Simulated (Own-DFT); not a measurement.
# Computed records: AlGa3N4 (wurtzite random alloy, atoms displaced)

All values are calculated (Own-DFT development build). A calculation, not a measurement: plane-wave PBE density functional theory by an unreviewed code, no spin, of a simulated periodic cell, stress positive in tension, free energy of the whole cell less one offset for each atom, forces on such cells passed a denser k mesh, this cell's mesh not checked; offsets are fitted by least squares, one for each functional and potential file, so energies compare only between cells with the same atoms and settings and are not formation energies; the far tail of each file's local potential was reset to the Coulomb form; each entry is a single point on an unrelaxed cell, so the pressure reflects the starting lattice, mostly measured values, from which strain is counted, and rises with the displacements; printed positions are rounded, which can move forces by about a meV/angstrom; the program is a retired in-house code; no spin-orbit coupling.

Common to all runs: functional PBE; potential files PseudoDojo norm-conserving, scalar-relativistic, standard set; wave cutoff 42 hartree; occupations Fermi-Dirac; smearing width 0.1 eV; k mesh 4 x 4 x 3 centred on Gamma.

(1) AlGa3N4 (wurtzite random alloy, atoms displaced)

```
CELL_PARAMETERS angstrom
9.50920 0.00000 0.00000
-4.75460 8.23530 0.00000
0.00000 0.00000 10.26850
ATOMIC_POSITIONS crystal
Al 0.10995 0.22720 0.00830
Al 0.23438 0.11243 0.25319
N 0.11488 0.23198 0.19164
N 0.21650 0.11066 0.43688
Ga 0.12290 0.22671 0.49844
Ga 0.22016 0.09237 0.74351
N 0.12336 0.22022 0.68991
N 0.21369 0.12641 0.93477
Al 0.10920 0.55243 0.98999
Ga 0.23088 0.45102 0.23586
N 0.10665 0.56308 0.19278
N 0.22495 0.44767 0.43464
Ga 0.10842 0.56070 0.49960
Ga 0.21550 0.42668 0.74809
N 0.12003 0.57337 0.69186
N 0.20217 0.44014 0.91469
Ga 0.11034 0.88569 0.00976
Ga 0.23208 0.78120 0.25275
N 0.10634 0.88309 0.18854
N 0.21759 0.76728 0.43206
Ga 0.09144 0.88098 0.49771
Ga 0.23962 0.77901 0.74789
N 0.11565 0.88286 0.68621
N 0.21711 0.78121 0.92939
Al 0.44967 0.22151 0.01184
Al 0.56828 0.14050 0.24476
N 0.45170 0.22162 0.19352
N 0.54500 0.09656 0.43372
Ga 0.44568 0.21551 0.49144
Al 0.56994 0.12099 0.75633
N 0.45469 0.22311 0.68415
N 0.56295 0.11629 0.93651
Al 0.43932 0.55263 0.98428
Ga 0.56013 0.45023 0.24774
N 0.45396 0.55897 0.20095
N 0.54359 0.43547 0.43337
Ga 0.45261 0.55733 0.50022
Ga 0.55684 0.44164 0.76039
N 0.45015 0.54978 0.69595
N 0.56133 0.45228 0.93518
Ga 0.45595 0.90660 0.00992
Ga 0.54797 0.77734 0.24680
N 0.43798 0.88909 0.18942
N 0.55365 0.77686 0.44266
Ga 0.43534 0.88717 0.51269
Ga 0.56811 0.78132 0.74393
N 0.44628 0.88614 0.68176
N 0.56174 0.77446 0.92609
Al 0.77712 0.22421 0.01048
Ga 0.89285 0.11601 0.24217
N 0.78139 0.23284 0.19104
N 0.88615 0.10122 0.44455
Ga 0.78760 0.21997 0.50568
Ga 0.88823 0.10293 0.75302
N 0.79432 0.21833 0.68771
N 0.87990 0.10715 0.92017
Ga 0.76687 0.52949 0.99210
Ga 0.89107 0.43758 0.25018
N 0.79220 0.55447 0.18597
N 0.88211 0.46070 0.43581
Ga 0.77285 0.56458 0.51405
Al 0.88084 0.45673 0.74815
N 0.77067 0.55947 0.71041
N 0.90005 0.44485 0.93869
Ga 0.76771 0.87964 0.00036
Ga 0.90852 0.78814 0.24955
N 0.78186 0.90242 0.18852
N 0.89549 0.78682 0.43904
Ga 0.76444 0.87455 0.49724
Ga 0.88343 0.75147 0.75079
N 0.77604 0.89951 0.70041
N 0.88827 0.79103 0.94345
```

| Quantity | Value |
| --- | --- |
| free energy of cell above offsets | 16.531 eV |
| pressure | 10.64 GPa |
| stress xx | -9.36 GPa |
| stress yy | -10.85 GPa |
| stress zz | -11.73 GPa |
| stress yz | -1.27 GPa |
| stress xz | 0.58 GPa |
| stress xy | -0.81 GPa |

Force:
```tsv
element	x (eV/Å)	y (eV/Å)	z (eV/Å)
Al	-1.024	-0.638	-2.524
Al	-1.759	-0.522	-0.177
N	1.602	-1.418	-1.221
N	1.767	-1.06	-1.317
Ga	-1.93	0.346	0.545
Ga	-0.193	2.491	1.141
N	-0.695	-1.895	-1.387
N	2.936	-0.599	1.759
Al	0.272	2.011	0.904
Ga	-1.503	0.771	2.456
N	2.117	-0.807	-2.632
N	-0.306	0.126	0.096
Ga	0.636	-1.531	0.389
Ga	-0.044	2.176	-3.905
N	-1.272	-4.008	-0.983
N	1.718	0.492	7.466
Ga	-0.923	0.675	-2.87
Ga	-1.78	-0.846	-0.152
N	3.168	3.513	0.957
N	-0.618	2.345	1.328
Ga	4.88	2.241	1.424
Ga	-1.507	1.052	0.645
N	-0.875	-1.644	-0.557
N	1.314	-0.311	2.404
Al	-1.904	0.08	-2.712
Al	2.486	-4.098	3.031
N	-2.57	0.714	-1.548
N	1.027	1.676	-1.211
Ga	-0.29	-0.068	1.252
Al	0.049	-0.889	-2.285
N	0.718	-0.652	0.912
N	-0.7	1.617	1.351
Al	-0.409	0.732	0.265
Ga	1.956	0.625	0.384
N	-0.895	0.01	-3.763
N	1.618	0.997	0.857
Ga	-1.834	-0.79	0.574
Ga	-2.067	-1.917	-2.452
N	-0.711	0.572	-0.964
N	-1.922	-2.494	3.126
Ga	-0.274	-2.859	-2.38
Ga	1.173	1.427	1.231
N	1.663	2.502	0.033
N	-1.101	-0.415	-1.002
Ga	0.223	-0.41	-4.346
Ga	-2.281	-1.471	0.055
N	1.414	2.206	4.041
N	-2.51	-0.95	2.591
Al	1.793	-0.143	-2.871
Ga	-0.156	0.036	2.443
N	-0.248	-2.513	-1.356
N	0.477	0.952	-1.463
Ga	-1.24	0.255	-1.268
Ga	2.07	2.393	-2.737
N	-3.62	2.482	1.018
N	-0.289	1.405	8.038
Ga	1.338	3.904	2.219
Ga	-0.336	2.977	1.247
N	-2.218	0.243	-0.284
N	0.89	-1.663	1.572
Ga	-0.029	-1.245	-1.987
Al	4.571	-2.137	0.392
N	0.747	-5.696	-4.02
N	-1.716	-1.605	-1.066
Ga	0.332	1.823	-0.209
Ga	-3.92	-2.488	0.159
N	0.066	-2.044	0.011
N	-3.4	-2.895	-0.863
Ga	0.62	2.497	1.36
Ga	-0.079	10.18	3.243
N	3.234	-3.257	-3.55
N	2.276	-2.569	-0.856
```

(2) AlGa3N4 (wurtzite random alloy, atoms displaced)

```
CELL_PARAMETERS angstrom
9.50920 0.00000 0.00000
-4.75460 8.23530 0.00000
0.00000 0.00000 10.26850
ATOMIC_POSITIONS crystal
Ga 0.11120 0.21397 0.99467
Ga 0.22888 0.10635 0.25564
N 0.12074 0.21924 0.18847
N 0.23079 0.11640 0.44188
Ga 0.10097 0.22531 0.50186
Ga 0.21345 0.11165 0.74149
N 0.13116 0.24725 0.69398
N 0.21662 0.10655 0.93984
Al 0.11288 0.54982 0.99072
Ga 0.21946 0.43198 0.24887
N 0.10103 0.55832 0.19343
N 0.23381 0.45698 0.43134
Ga 0.11053 0.57459 0.51272
Ga 0.23248 0.44859 0.76406
N 0.11114 0.56421 0.68416
N 0.21655 0.42823 0.94345
Ga 0.11525 0.88779 0.00039
Ga 0.21554 0.77249 0.25446
N 0.11536 0.88551 0.18461
N 0.21942 0.77454 0.44378
Ga 0.12136 0.90397 0.51005
Ga 0.21943 0.76068 0.75525
N 0.10385 0.89241 0.68158
N 0.22722 0.78800 0.92154
Ga 0.43645 0.23161 0.99820
Al 0.55963 0.12119 0.24501
N 0.42939 0.21877 0.19324
N 0.54740 0.10187 0.43062
Ga 0.45170 0.23309 0.49976
Al 0.54336 0.10380 0.77043
N 0.44463 0.22707 0.67954
N 0.58695 0.12905 0.93103
Ga 0.44679 0.54824 0.99834
Ga 0.55652 0.45702 0.25609
N 0.44013 0.55771 0.19623
N 0.56139 0.43356 0.42969
Al 0.44698 0.55794 0.49551
Ga 0.54578 0.43952 0.75144
N 0.43739 0.54925 0.68965
N 0.55969 0.45026 0.93286
Ga 0.45491 0.89112 0.99785
Ga 0.55552 0.75396 0.24677
N 0.46506 0.89588 0.19336
N 0.55735 0.78018 0.45072
Al 0.43052 0.89323 0.50582
Ga 0.56165 0.79538 0.75561
N 0.43704 0.87951 0.68759
N 0.54816 0.76538 0.91796
Al 0.77759 0.22355 0.00155
Ga 0.90191 0.11714 0.23469
N 0.78891 0.22125 0.19491
N 0.88759 0.11125 0.44838
Ga 0.77381 0.21901 0.50813
Al 0.89032 0.10275 0.74996
N 0.77897 0.22753 0.69116
N 0.90405 0.13033 0.94567
Ga 0.78410 0.57415 0.00800
Ga 0.86182 0.41484 0.25258
N 0.78517 0.56013 0.19615
N 0.88158 0.43981 0.45549
Ga 0.77874 0.57277 0.49315
Ga 0.90359 0.45023 0.74448
N 0.78107 0.56315 0.67879
N 0.87551 0.43969 0.93960
Al 0.76735 0.87769 0.99986
Ga 0.88347 0.77267 0.24805
N 0.77021 0.87935 0.19855
N 0.89570 0.77713 0.43954
Al 0.76982 0.88708 0.50436
Ga 0.89376 0.77674 0.73670
N 0.77970 0.87177 0.67733
N 0.90658 0.78799 0.95517
```

| Property | Result |
| --- | --- |
| free energy of cell above offsets | 16.791 eV |
| pressure | 11 GPa |
| stress xx | -7.23 GPa |
| stress yy | -12.21 GPa |
| stress zz | -13.56 GPa |
| stress yz | -0.29 GPa |
| stress xz | -0.87 GPa |
| stress xy | -1.88 GPa |

Force:
```tsv
element	x (eV/Å)	y (eV/Å)	z (eV/Å)
Ga	0.722	0.056	1.936
Ga	-2.195	-1.627	0.641
N	-0.1	-0.632	-0.74
N	-1.312	0.326	0.092
Ga	1.882	1.579	-0.16
Ga	1.439	0.335	0.686
N	-2.408	-3.744	-0.819
N	1.543	0.148	-1.521
Al	-1.655	0.307	2.093
Ga	-2.133	1.705	0.429
N	1.144	-1.803	-2.064
N	-0.492	-0.834	1.669
Ga	0.555	-3.333	-3.962
Ga	-0.752	1.196	-1.819
N	1.927	-1.917	2.637
N	-0.407	3.103	0.968
Ga	1.713	0.874	0.607
Ga	1.198	0.339	-0.078
N	-0.664	0.476	1.039
N	-0.082	2.638	-0.423
Ga	-0.29	-1.167	-3.619
Ga	-0.673	3.054	-3.264
N	1.99	0.329	3.038
N	1.105	-1.221	5.343
Ga	1.27	-0.705	0.827
Al	0.133	-1.814	0.87
N	4.208	2.151	-1.971
N	0.022	0.537	0.45
Ga	0.745	-2.178	-0.572
Al	0.201	0.955	-6.382
N	0.841	-1.808	3.038
N	-3.257	-2.26	3.439
Ga	-1.382	0.448	0.51
Ga	1.009	-1.73	-1.866
N	0.374	-3.733	-3.341
N	-1.811	3.149	1.798
Al	-0.256	-0.231	1.17
Ga	1.414	1.248	-1.844
N	0.702	1.735	-1.193
N	0.563	-0.258	1.661
Ga	-0.832	0.177	1.012
Ga	-2.173	5.914	3.331
N	-1.265	-0.193	-1.217
N	-0.671	-0.639	-0.785
Al	2.243	-0.272	-1.285
Ga	1.123	-1.783	-6.659
N	-0.586	2.512	0.304
N	1.189	0.648	7.475
Al	2.425	1.92	0.564
Ga	-0.002	-1.965	2.529
N	-2.438	-3.325	-3.166
N	-0.23	-1.379	-1.233
Ga	-0.75	-0.283	-0.741
Al	-0.542	1.57	-0.356
N	0.418	-2.497	1.717
N	-2.89	-3.786	-1.506
Ga	1.131	-2.298	-0.691
Ga	1.428	6.26	2.654
N	-1.32	-2.162	-0.842
N	0.23	0.715	-1.876
Ga	1.156	-3.104	0.936
Ga	-3.428	-1.282	0.884
N	-0.107	-1.625	1.693
N	1.903	1.232	0.272
Al	1.112	1.245	0.338
Ga	1.908	1.819	1.312
N	0.741	1.33	-2.883
N	-1.255	3.304	-0.862
Al	1.109	0.467	-2.41
Ga	-0.143	-1.209	2.125
N	-2.104	3.199	2.548
N	-4.211	-0.206	-2.482
```

(3) AlGa3N4 (wurtzite random alloy, atoms displaced)

```
CELL_PARAMETERS angstrom
9.50920 0.00000 0.00000
-4.75460 8.23530 0.00000
0.00000 0.00000 10.26850
ATOMIC_POSITIONS crystal
Ga 0.12334 0.22145 0.00078
Ga 0.22571 0.11017 0.23790
N 0.11944 0.22663 0.18690
N 0.21322 0.09452 0.44966
Ga 0.10821 0.21554 0.50237
Ga 0.23436 0.11337 0.74581
N 0.10383 0.21606 0.68452
N 0.23495 0.13245 0.93445
Ga 0.08431 0.55130 0.97953
Al 0.22589 0.42501 0.25947
N 0.10846 0.55003 0.20094
N 0.21907 0.45020 0.44638
Ga 0.13214 0.57709 0.50498
Al 0.22618 0.45731 0.75712
N 0.10546 0.56145 0.69915
N 0.22811 0.44579 0.92917
Al 0.09885 0.88659 0.98457
Ga 0.22587 0.77777 0.24909
N 0.11009 0.87447 0.19921
N 0.24473 0.78179 0.42644
Ga 0.11698 0.88806 0.50693
Ga 0.23065 0.78155 0.75283
N 0.10010 0.89324 0.69966
N 0.21855 0.78021 0.94487
Ga 0.43707 0.21679 0.00534
Ga 0.57192 0.11989 0.22799
N 0.45253 0.21755 0.18682
N 0.55505 0.12892 0.43364
Al 0.44398 0.22566 0.49785
Ga 0.56920 0.11878 0.75172
N 0.43645 0.22062 0.69688
N 0.53451 0.11872 0.93530
Ga 0.42859 0.54258 0.99272
Ga 0.55657 0.45182 0.24191
N 0.44248 0.55812 0.18727
N 0.55407 0.44363 0.44280
Al 0.45757 0.56295 0.50323
Ga 0.56342 0.45702 0.75202
N 0.42575 0.54305 0.69626
N 0.57513 0.46195 0.94525
Al 0.45511 0.90030 0.00661
Ga 0.56069 0.78284 0.24772
N 0.46314 0.89563 0.17824
N 0.55814 0.77842 0.44391
Ga 0.42499 0.87680 0.50957
Al 0.55328 0.77236 0.74160
N 0.43286 0.88087 0.69575
N 0.55902 0.78080 0.92525
Ga 0.77603 0.20796 0.99993
Ga 0.89174 0.13074 0.25701
N 0.79143 0.24644 0.19946
N 0.89802 0.11740 0.43858
Ga 0.76366 0.21875 0.50952
Ga 0.88760 0.10117 0.75814
N 0.79259 0.24077 0.68841
N 0.89039 0.11334 0.94717
Ga 0.77239 0.55693 0.99535
Ga 0.87391 0.43145 0.25318
N 0.79394 0.56604 0.20144
N 0.89430 0.44650 0.45302
Ga 0.78412 0.56275 0.49740
Al 0.90220 0.44238 0.73994
N 0.76239 0.55200 0.68370
N 0.88692 0.45628 0.94989
Ga 0.76487 0.88241 0.99244
Al 0.89615 0.77827 0.25544
N 0.78628 0.88927 0.18497
N 0.89831 0.77584 0.43433
Ga 0.77817 0.90093 0.50609
Ga 0.88558 0.78013 0.75140
N 0.76340 0.87237 0.68585
N 0.90755 0.77582 0.94220
```

| Item | Value |
| --- | --- |
| free energy of cell above offsets | 17.065 eV |
| pressure | 11.22 GPa |
| stress xx | -14.61 GPa |
| stress yy | -10.18 GPa |
| stress zz | -8.88 GPa |
| stress yz | -1.42 GPa |
| stress xz | -0.69 GPa |
| stress xy | -3.93 GPa |

Force:
```tsv
element	x (eV/Å)	y (eV/Å)	z (eV/Å)
Ga	-2.63	1.466	0.044
Ga	0.315	-1.902	2.083
N	-0.273	-0.825	0.319
N	1.131	3.558	-1.808
Ga	0.804	1.372	0.082
Ga	-3.583	-0.301	0.632
N	0.015	1.003	2.318
N	-0.209	-3.663	-0.019
Ga	7.001	3.288	4.274
Al	-2.184	4.044	0.049
N	1.214	-0.852	-1.076
N	2.96	-0.802	-0.72
Ga	-1.72	-2.809	-0.653
Al	-1.258	-2.575	-2.206
N	2.775	0.563	-0.747
N	-3.032	-1.276	0.911
Al	5.518	3.003	3.066
Ga	1.038	-1.598	-2.063
N	-1.451	2.569	-2.565
N	-4.008	-0.76	1.356
Ga	-0.611	-1.583	-0.288
Ga	-3.459	-0.366	2.23
N	2.392	-0.706	-1.101
N	0.98	1.267	-0.192
Ga	-0.614	3.119	-0.155
Ga	-0.913	-1.436	3.305
N	-1.695	1.319	0.296
N	0.642	-2.004	0.155
Al	-0.804	-0.151	0.677
Ga	-1.758	0.056	-0.564
N	3.951	1.981	-2.53
N	5.249	-2.463	0.242
Ga	2.295	2.536	1.459
Ga	1.388	0.085	1.169
N	-0.573	-0.808	-0.087
N	-0.881	0.134	-0.486
Al	-1.314	-1.505	-0.017
Ga	-1.671	-2.262	0.799
N	1.727	2.643	-1.789
N	-4.794	-3.112	-1.463
Al	-1.263	-1.725	-3.239
Ga	1.004	-0.506	0.688
N	-0.962	0.287	1.246
N	-0.418	0.06	0.021
Ga	4.381	3.768	0.008
Al	-1.308	-0.831	0.793
N	3.477	1.897	-0.95
N	-1.976	-0.095	0.352
Ga	-2.376	2.982	0.553
Ga	1.722	-2.116	-0.905
N	0.932	-8.199	-4.603
N	-2.12	-0.563	0.519
Ga	1.124	1.051	-2.212
Ga	0.242	0.905	-1.24
N	-0.028	-3.616	1.742
N	1.294	-0.86	-1.001
Ga	2.866	2.174	3.266
Ga	1.611	9.346	3.631
N	-2.334	-0.667	-1.538
N	0.241	0.098	-0.451
Ga	-0.191	-1.046	-0.201
Al	-4.161	1.68	1.643
N	3.587	1.268	0.691
N	-3.314	-5.687	-3.87
Ga	2.326	-0.047	1.788
Al	-0.391	0.559	-0.675
N	-0.149	0.552	0.552
N	-1.018	1.307	1.114
Ga	1.392	-0.952	-2.159
Ga	0.198	-1.835	0.159
N	-0.398	1.711	1.287
N	-5.948	-1.146	-1.944
```
